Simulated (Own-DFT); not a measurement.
## Calculated data, GaN (wurtzite, strained, atoms displaced)

A calculation, not a measurement: plane-wave PBE density functional theory by an unreviewed code, no spin, of a simulated periodic cell, stress positive in tension, free energy of the whole cell less one offset for each atom, forces on such cells passed a denser k mesh, this cell's mesh not checked; offsets are fitted by least squares, one for each functional and potential file, so energies compare only between cells with the same atoms and settings and are not formation energies; the far tail of each file's local potential was reset to the Coulomb form; each entry is a single point on an unrelaxed cell, so the pressure reflects the starting lattice, mostly measured values (interpolated for alloys), from which strain is counted, and rises with the displacements; printed positions are rounded, which can move forces by about a meV/angstrom; the program, named Own-DFT, is a retired in-house code; no spin-orbit coupling. Program: Own-DFT development build.

Common to all runs: functional PBE; potential files PseudoDojo norm-conserving, scalar-relativistic, standard set; wave cutoff 42 hartree; occupations Fermi-Dirac; smearing width 0.1 eV; hardware one NVIDIA H200; k mesh 3 x 4 x 3 centred on Gamma.

(1) 
```cif
# cell vector a (Å): 12.6948 -0.1196 -0.0232
# cell vector b (Å): -4.8382 8.2203 0.0842
# cell vector c (Å): -0.0189 0.0945 10.1777
data_GaN
_symmetry_space_group_name_H-M 'P 1'
_symmetry_Int_Tables_number 1
_cell_length_a 12.6954
_cell_length_b 9.5388
_cell_length_c 10.1782
_cell_angle_alpha 88.982
_cell_angle_beta 90.216
_cell_angle_gamma 121.019
_cell_volume 1056.11
loop_
_atom_site_label
_atom_site_type_symbol
_atom_site_fract_x
_atom_site_fract_y
_atom_site_fract_z
_atom_site_occupancy
Ga1 Ga 0.08140 0.22545 0.00313 1
Ga2 Ga 0.16646 0.11355 0.25105 1
N1 N 0.09618 0.23378 0.20091 1
N2 N 0.16375 0.10389 0.43908 1
Ga3 Ga 0.08033 0.22436 0.49329 1
Ga4 Ga 0.16279 0.10703 0.75400 1
N3 N 0.08153 0.22674 0.70252 1
N4 N 0.16172 0.10867 0.94333 1
Ga5 Ga 0.07681 0.54871 0.99986 1
Ga6 Ga 0.16648 0.44818 0.25439 1
N5 N 0.08302 0.55499 0.18911 1
N6 N 0.15839 0.43821 0.44618 1
Ga7 Ga 0.08024 0.56273 0.49977 1
Ga8 Ga 0.16592 0.43841 0.75136 1
N7 N 0.08800 0.55358 0.68776 1
N8 N 0.17570 0.44646 0.94278 1
Ga9 Ga 0.08043 0.89226 0.00253 1
Ga10 Ga 0.17975 0.78427 0.24519 1
N9 N 0.08186 0.88656 0.18023 1
N10 N 0.17310 0.78059 0.43129 1
Ga11 Ga 0.09020 0.88902 0.50160 1
Ga12 Ga 0.17117 0.78168 0.74302 1
N11 N 0.09007 0.89587 0.69762 1
N12 N 0.16901 0.77322 0.93468 1
Ga13 Ga 0.33571 0.21790 0.00478 1
Ga14 Ga 0.41292 0.09982 0.25223 1
N13 N 0.33240 0.22097 0.18399 1
N14 N 0.41657 0.09815 0.43081 1
Ga15 Ga 0.32744 0.21253 0.50091 1
Ga16 Ga 0.41893 0.11567 0.74702 1
N15 N 0.33572 0.22577 0.68848 1
N16 N 0.41215 0.10570 0.93468 1
Ga17 Ga 0.34068 0.56161 0.99800 1
Ga18 Ga 0.41320 0.45035 0.24442 1
N17 N 0.32933 0.55330 0.18234 1
N18 N 0.41707 0.44669 0.43028 1
Ga19 Ga 0.33188 0.55798 0.51132 1
Ga20 Ga 0.42922 0.44868 0.75046 1
N19 N 0.32875 0.54758 0.69138 1
N20 N 0.41395 0.43704 0.94372 1
Ga21 Ga 0.32781 0.88877 0.00305 1
Ga22 Ga 0.41724 0.78076 0.25434 1
N21 N 0.32719 0.88937 0.17918 1
N22 N 0.41285 0.77112 0.44149 1
Ga23 Ga 0.32915 0.88692 0.50514 1
Ga24 Ga 0.41779 0.77050 0.74433 1
N23 N 0.33257 0.88803 0.69295 1
N24 N 0.41841 0.78557 0.93924 1
Ga25 Ga 0.57479 0.22379 0.00487 1
Ga26 Ga 0.67360 0.11748 0.24709 1
N25 N 0.57269 0.20785 0.19135 1
N26 N 0.66593 0.10557 0.42921 1
Ga27 Ga 0.58418 0.22352 0.50571 1
Ga28 Ga 0.67408 0.12110 0.74470 1
N27 N 0.57910 0.22433 0.69037 1
N28 N 0.66360 0.09530 0.94483 1
Ga29 Ga 0.58139 0.55339 0.99327 1
Ga30 Ga 0.66329 0.43928 0.25493 1
N29 N 0.57637 0.55088 0.19196 1
N30 N 0.66569 0.43052 0.44075 1
Ga31 Ga 0.58149 0.54454 0.49267 1
Ga32 Ga 0.67099 0.44340 0.75381 1
N31 N 0.58700 0.55399 0.68324 1
N32 N 0.66866 0.42717 0.94296 1
Ga33 Ga 0.58429 0.88422 0.00279 1
Ga34 Ga 0.67249 0.77995 0.24684 1
N33 N 0.58410 0.89075 0.18952 1
N34 N 0.67275 0.78518 0.44449 1
Ga35 Ga 0.58020 0.89944 0.50437 1
Ga36 Ga 0.66787 0.77457 0.74363 1
N35 N 0.58693 0.88923 0.68491 1
N36 N 0.66982 0.78455 0.93841 1
Ga37 Ga 0.83278 0.22687 0.99855 1
Ga38 Ga 0.92335 0.11401 0.25372 1
N37 N 0.83354 0.22285 0.18946 1
N38 N 0.92263 0.11662 0.43450 1
Ga39 Ga 0.83465 0.21917 0.49797 1
Ga40 Ga 0.92158 0.11026 0.75153 1
N39 N 0.83632 0.22919 0.68930 1
N40 N 0.91022 0.10043 0.93789 1
Ga41 Ga 0.83389 0.56815 0.99829 1
Ga42 Ga 0.91699 0.45890 0.23645 1
N41 N 0.83173 0.55949 0.18614 1
N42 N 0.91763 0.45513 0.43356 1
Ga43 Ga 0.83325 0.54808 0.50362 1
Ga44 Ga 0.90749 0.43722 0.75051 1
N43 N 0.83187 0.55366 0.68935 1
N44 N 0.91112 0.43576 0.94743 1
Ga45 Ga 0.83007 0.89305 0.99860 1
Ga46 Ga 0.91585 0.77583 0.25826 1
N45 N 0.82894 0.86906 0.18655 1
N46 N 0.91711 0.77268 0.44429 1
Ga47 Ga 0.82578 0.88591 0.50698 1
Ga48 Ga 0.91712 0.78151 0.74183 1
N47 N 0.82944 0.88442 0.68882 1
N48 N 0.91257 0.77550 0.93529 1
_calc_free_energy_of_cell_above_offsets '28.797'  # eV
_calc_pressure 16.02  # GPa
_calc_stress_xx -12.61  # GPa
_calc_stress_yy -17.02  # GPa
_calc_stress_zz -18.42  # GPa
_calc_stress_yz 3.5  # GPa
_calc_stress_xz -0.09  # GPa
_calc_stress_xy -5.25  # GPa
_calc_wall_time 1118  # s
```

Force:
```
element  x (eV/Å)  y (eV/Å)  z (eV/Å)
     Ga     0.705    -0.365     0.208
     Ga     1.279    -1.158    -0.602
      N    -1.964      -1.4    -1.695
      N    -0.593     0.993     0.239
     Ga     1.808     -0.95     2.073
     Ga     0.387     1.988      0.57
      N     1.564    -1.644    -2.677
      N     0.342     1.089    -0.304
     Ga     1.779     0.903    -0.488
     Ga    -0.014     0.836     0.251
      N     0.372     0.604    -0.041
      N     0.663     2.465    -0.662
     Ga      0.86    -1.063    -0.052
     Ga    -0.626     1.476     1.196
      N    -1.592      0.27     0.364
      N    -1.941    -0.235    -0.449
     Ga     0.773    -1.378    -1.851
     Ga    -4.306    -2.021     0.406
      N     0.226     0.068     3.054
      N    -1.163    -0.051     0.727
     Ga    -0.908     -0.93     0.072
     Ga    -0.697    -1.597     1.944
      N    -0.648    -1.399    -1.907
      N    -1.827    -0.099     0.164
     Ga      -1.1    -0.747    -1.355
     Ga    -1.297     1.065    -1.119
      N     0.454    -0.087     2.109
      N    -0.686     1.474     2.573
     Ga     0.976     1.217    -0.794
     Ga    -1.087    -1.264     0.782
      N    -0.381    -0.282     0.067
      N    -0.059     0.822       0.2
     Ga    -0.508     0.121    -0.298
     Ga    -0.051    -1.258     0.152
      N    -0.131     1.333     1.344
      N    -0.688     -0.78     1.644
     Ga     0.329    -1.577    -2.186
     Ga    -2.214    -1.016     0.368
      N      1.74     0.414     0.929
      N      0.39     0.966    -1.323
     Ga     1.199    -0.642    -2.662
     Ga     0.188    -0.554    -1.059
      N     3.576     0.731     1.564
      N    -0.443     1.126     0.153
     Ga     1.447    -0.297    -0.042
     Ga    -0.689     1.005      1.52
      N     1.602     0.746    -0.938
      N     0.236    -0.624    -0.641
     Ga       1.5      -3.2     0.215
     Ga    -1.375    -1.114    -0.834
      N     1.422     1.712    -0.109
      N     -0.17     1.824      2.07
     Ga     0.054    -2.352    -1.154
     Ga    -1.385    -1.924     2.037
      N     2.018     0.119    -0.145
      N    -0.843     3.156    -1.642
     Ga     0.989     0.198     1.295
     Ga    -0.429    -0.316    -1.342
      N     1.764     0.636    -0.901
      N    -0.463     2.182    -0.213
     Ga    -0.195     1.205    -0.183
     Ga    -1.082    -0.095     0.115
      N     0.892     0.173     0.372
      N    -1.371     3.252    -1.146
     Ga    -0.935    -0.624    -0.031
     Ga    -2.101     -0.79     1.305
      N     0.378    -0.394      0.69
      N     -2.21    -1.719    -1.306
     Ga     1.129     -1.99    -1.558
     Ga    -1.173     0.057      1.01
      N    -0.297     0.461      1.15
      N     -0.43    -2.114     -1.03
     Ga    -0.133    -3.224     0.769
     Ga    -0.738    -0.541    -1.884
      N     1.669      0.79    -0.164
      N    -1.624    -1.501     1.529
     Ga    -0.301     0.964    -0.813
     Ga    -1.857    -0.601     0.209
      N     1.033    -1.502     -1.02
      N     0.175     2.995     0.358
     Ga     0.635    -2.016     0.553
     Ga     0.803    -1.557     1.548
      N    -0.948    -0.241     0.207
      N     0.494    -1.631    -0.206
     Ga    -0.616     0.576    -0.645
     Ga     1.889     2.192     0.939
      N     0.475     0.526      0.27
      N      -0.6     2.633    -1.875
     Ga     1.483    -1.839      0.76
     Ga     0.917       0.1    -0.635
      N     0.642     2.929    -0.051
      N    -0.386     0.814      0.74
     Ga     2.501     0.856      -1.4
     Ga      0.62    -0.454      1.08
      N     1.098     1.414     0.489
      N    -0.197     1.683    -0.948
```

(2) 
```cif
# cell vector a (Å): 12.7361 0.0075 -0.2447
# cell vector b (Å): -4.7712 8.4002 -0.0412
# cell vector c (Å): -0.1989 -0.1663 10.2932
data_GaN
_symmetry_space_group_name_H-M 'P 1'
_symmetry_Int_Tables_number 1
_cell_length_a 12.7385
_cell_length_b 9.6607
_cell_length_c 10.2965
_cell_angle_alpha 90.502
_cell_angle_beta 92.208
_cell_angle_gamma 119.551
_cell_volume 1100.90
loop_
_atom_site_label
_atom_site_type_symbol
_atom_site_fract_x
_atom_site_fract_y
_atom_site_fract_z
_atom_site_occupancy
Ga1 Ga 0.08826 0.22021 0.99826 1
Ga2 Ga 0.16817 0.12110 0.24505 1
N1 N 0.08097 0.21916 0.18341 1
N2 N 0.16657 0.10457 0.43572 1
Ga3 Ga 0.08439 0.22430 0.50312 1
Ga4 Ga 0.16270 0.09943 0.74572 1
N3 N 0.08982 0.21677 0.69344 1
N4 N 0.16970 0.10893 0.93850 1
Ga5 Ga 0.08109 0.54758 0.99571 1
Ga6 Ga 0.17178 0.44595 0.24349 1
N5 N 0.07995 0.54916 0.18379 1
N6 N 0.16784 0.45076 0.43940 1
Ga7 Ga 0.07959 0.55028 0.50679 1
Ga8 Ga 0.16867 0.45076 0.74903 1
N7 N 0.08990 0.55460 0.68308 1
N8 N 0.16393 0.44844 0.93082 1
Ga9 Ga 0.08308 0.89288 0.99913 1
Ga10 Ga 0.16577 0.77013 0.24649 1
N9 N 0.08560 0.89024 0.19459 1
N10 N 0.16572 0.77532 0.43482 1
Ga11 Ga 0.08196 0.88613 0.49175 1
Ga12 Ga 0.16019 0.76726 0.74759 1
N11 N 0.07775 0.89439 0.67774 1
N12 N 0.16818 0.78087 0.93921 1
Ga13 Ga 0.32813 0.21575 0.99045 1
Ga14 Ga 0.41477 0.09803 0.24060 1
N13 N 0.33012 0.22151 0.18361 1
N14 N 0.41460 0.10866 0.43695 1
Ga15 Ga 0.34013 0.22128 0.50370 1
Ga16 Ga 0.41148 0.09771 0.74891 1
N15 N 0.33123 0.22381 0.69959 1
N16 N 0.41085 0.11339 0.93967 1
Ga17 Ga 0.32955 0.55770 0.00658 1
Ga18 Ga 0.41414 0.44746 0.25009 1
N17 N 0.33373 0.55751 0.18976 1
N18 N 0.41270 0.44199 0.43596 1
Ga19 Ga 0.32659 0.55507 0.49917 1
Ga20 Ga 0.41316 0.43730 0.74997 1
N19 N 0.33379 0.55003 0.69653 1
N20 N 0.41398 0.44402 0.94169 1
Ga21 Ga 0.33047 0.88272 0.98764 1
Ga22 Ga 0.41945 0.78155 0.25104 1
N21 N 0.34096 0.89068 0.19113 1
N22 N 0.42029 0.78326 0.43512 1
Ga23 Ga 0.33739 0.88669 0.49870 1
Ga24 Ga 0.41167 0.77485 0.74678 1
N23 N 0.33960 0.90192 0.69015 1
N24 N 0.41472 0.76976 0.94152 1
Ga25 Ga 0.58118 0.22237 0.00047 1
Ga26 Ga 0.66570 0.10555 0.25337 1
N25 N 0.58529 0.21774 0.18374 1
N26 N 0.66684 0.11275 0.43652 1
Ga27 Ga 0.57748 0.22143 0.49203 1
Ga28 Ga 0.66426 0.10921 0.75372 1
N27 N 0.57735 0.22818 0.68984 1
N28 N 0.65727 0.10595 0.94559 1
Ga29 Ga 0.58957 0.56233 0.99544 1
Ga30 Ga 0.67257 0.44873 0.25346 1
N29 N 0.57984 0.55080 0.19171 1
N30 N 0.66629 0.44807 0.43225 1
Ga31 Ga 0.58077 0.55190 0.50083 1
Ga32 Ga 0.67582 0.44965 0.74673 1
N31 N 0.58862 0.55760 0.68975 1
N32 N 0.67032 0.45028 0.93807 1
Ga33 Ga 0.58105 0.88705 0.99980 1
Ga34 Ga 0.66433 0.77684 0.24965 1
N33 N 0.58737 0.89036 0.19172 1
N34 N 0.67410 0.78636 0.43210 1
Ga35 Ga 0.58074 0.88869 0.49582 1
Ga36 Ga 0.67466 0.78382 0.74855 1
N35 N 0.58341 0.88561 0.68596 1
N36 N 0.66829 0.77773 0.93797 1
Ga37 Ga 0.83191 0.23326 0.00300 1
Ga38 Ga 0.92054 0.10948 0.25162 1
N37 N 0.83231 0.21473 0.17807 1
N38 N 0.91977 0.11780 0.43705 1
Ga39 Ga 0.83609 0.22051 0.50967 1
Ga40 Ga 0.91136 0.10591 0.74462 1
N39 N 0.83692 0.22967 0.68682 1
N40 N 0.91959 0.10775 0.93878 1
Ga41 Ga 0.83302 0.55486 0.99370 1
Ga42 Ga 0.91289 0.43375 0.24907 1
N41 N 0.83400 0.56218 0.18348 1
N42 N 0.91992 0.44132 0.44541 1
Ga43 Ga 0.83110 0.56167 0.49454 1
Ga44 Ga 0.91577 0.45716 0.75145 1
N43 N 0.83212 0.55300 0.68005 1
N44 N 0.91300 0.44231 0.93946 1
Ga45 Ga 0.83062 0.88405 0.99842 1
Ga46 Ga 0.90997 0.77304 0.25506 1
N45 N 0.82982 0.88394 0.19620 1
N46 N 0.92371 0.78682 0.43679 1
Ga47 Ga 0.83760 0.90106 0.49216 1
Ga48 Ga 0.91586 0.77946 0.74552 1
N47 N 0.82913 0.88144 0.68894 1
N48 N 0.91427 0.78117 0.94145 1
_calc_free_energy_of_cell_above_offsets '25.159'  # eV
_calc_pressure 6.63  # GPa
_calc_stress_xx -7.45  # GPa
_calc_stress_yy -2.88  # GPa
_calc_stress_zz -9.55  # GPa
_calc_stress_yz -3.84  # GPa
_calc_stress_xz -4.22  # GPa
_calc_stress_xy 0  # GPa
_calc_wall_time 1141  # s
```

Force:
```
element  x (eV/Å)  y (eV/Å)  z (eV/Å)
     Ga    -0.854     0.216    -1.022
     Ga     1.414    -1.511     0.823
      N    -0.277     1.027      0.52
      N    -0.374      1.27     0.418
     Ga     1.504     0.079    -0.116
     Ga     0.706     1.393     0.854
      N    -2.463     1.116    -0.681
      N     -1.92    -1.037    -0.879
     Ga    -0.381     1.139     0.553
     Ga    -1.179    -0.432     0.895
      N     0.169    -0.096     0.214
      N    -0.751    -1.383    -0.724
     Ga     0.774     1.381    -2.728
     Ga     1.411    -1.944    -0.143
      N    -1.924     0.243     2.025
      N      0.72    -0.918     1.416
     Ga     0.237    -0.271     1.157
     Ga    -0.174     0.804     -0.04
      N    -0.546    -0.236    -0.913
      N      0.59    -0.565     0.929
     Ga     1.747     1.189    -0.137
     Ga    -0.117     2.029    -0.124
      N      1.17    -2.433     1.026
      N    -1.368    -1.492    -0.819
     Ga     0.922     2.265     1.605
     Ga    -0.902     3.056     0.623
      N     0.637      0.15     0.266
      N     0.037    -0.687    -0.545
     Ga    -1.738     0.018    -0.063
     Ga    -0.269     4.844     1.408
      N     0.674    -1.526     -1.63
      N     1.762    -1.397    -0.497
     Ga     1.096    -0.662    -1.519
     Ga     1.394    -1.208    -0.706
      N    -0.391     0.495     0.385
      N    -0.112     0.182     1.017
     Ga     2.007     0.505     0.667
     Ga     1.124     1.203     1.016
      N     -0.93     1.117    -1.629
      N     0.079     0.175    -0.077
     Ga     1.019      1.44     1.673
     Ga     0.723    -0.258    -0.717
      N     -1.37    -2.144    -1.618
      N    -0.616    -1.507     0.744
     Ga    -1.355     0.506    -0.302
     Ga     1.374    -0.054     0.506
      N    -0.544    -4.773    -1.256
      N    -0.535     0.603    -0.798
     Ga    -0.648     0.598    -0.519
     Ga     0.347     0.876    -1.076
      N    -0.435     0.569     1.378
      N     0.017     0.003     1.034
     Ga     1.401     0.582     1.025
     Ga    -0.436     0.333    -0.548
      N     1.292    -0.706    -0.504
      N     1.092     0.315    -1.263
     Ga    -1.121    -1.038     0.867
     Ga     -0.81    -0.678    -2.229
      N     0.233     0.572    -0.625
      N    -0.073    -0.649     1.567
     Ga    -0.086     1.144    -0.269
     Ga    -1.724    -0.852      0.47
      N    -0.707    -0.089    -0.089
      N    -0.345    -1.143    -0.503
     Ga     0.604     0.031     0.372
     Ga     0.654     -0.72     -0.55
      N    -1.023     -0.58    -0.697
      N    -1.173    -1.032     1.581
     Ga     1.735     0.673     0.443
     Ga    -1.647     -1.34     0.121
      N    -0.525     0.385     0.397
      N    -1.003      0.19    -0.172
     Ga     0.926    -2.075    -1.932
     Ga    -0.652     -0.13    -1.171
      N      -0.2     0.225     2.911
      N    -0.141    -0.077     0.487
     Ga    -0.959     0.536    -2.264
     Ga     1.252      0.67     1.251
      N    -0.538    -0.314     2.114
      N    -1.206     0.207    -0.311
     Ga     0.049      1.24      1.14
     Ga    -0.016     0.817     0.281
      N     0.673     -1.42     0.691
      N    -1.889    -0.368    -1.178
     Ga     1.225    -0.064    -0.425
     Ga     1.633    -1.561    -0.406
      N     0.107     1.326     0.556
      N     0.056     0.616    -0.929
     Ga     0.144     1.581     1.163
     Ga     1.437     0.887    -1.477
      N    -0.006     0.745    -1.096
      N     -2.19    -1.706     0.719
     Ga     0.494    -0.906     0.715
     Ga     0.362    -0.049     0.532
      N      0.55     1.478    -1.383
      N     1.076    -1.012    -1.258
```
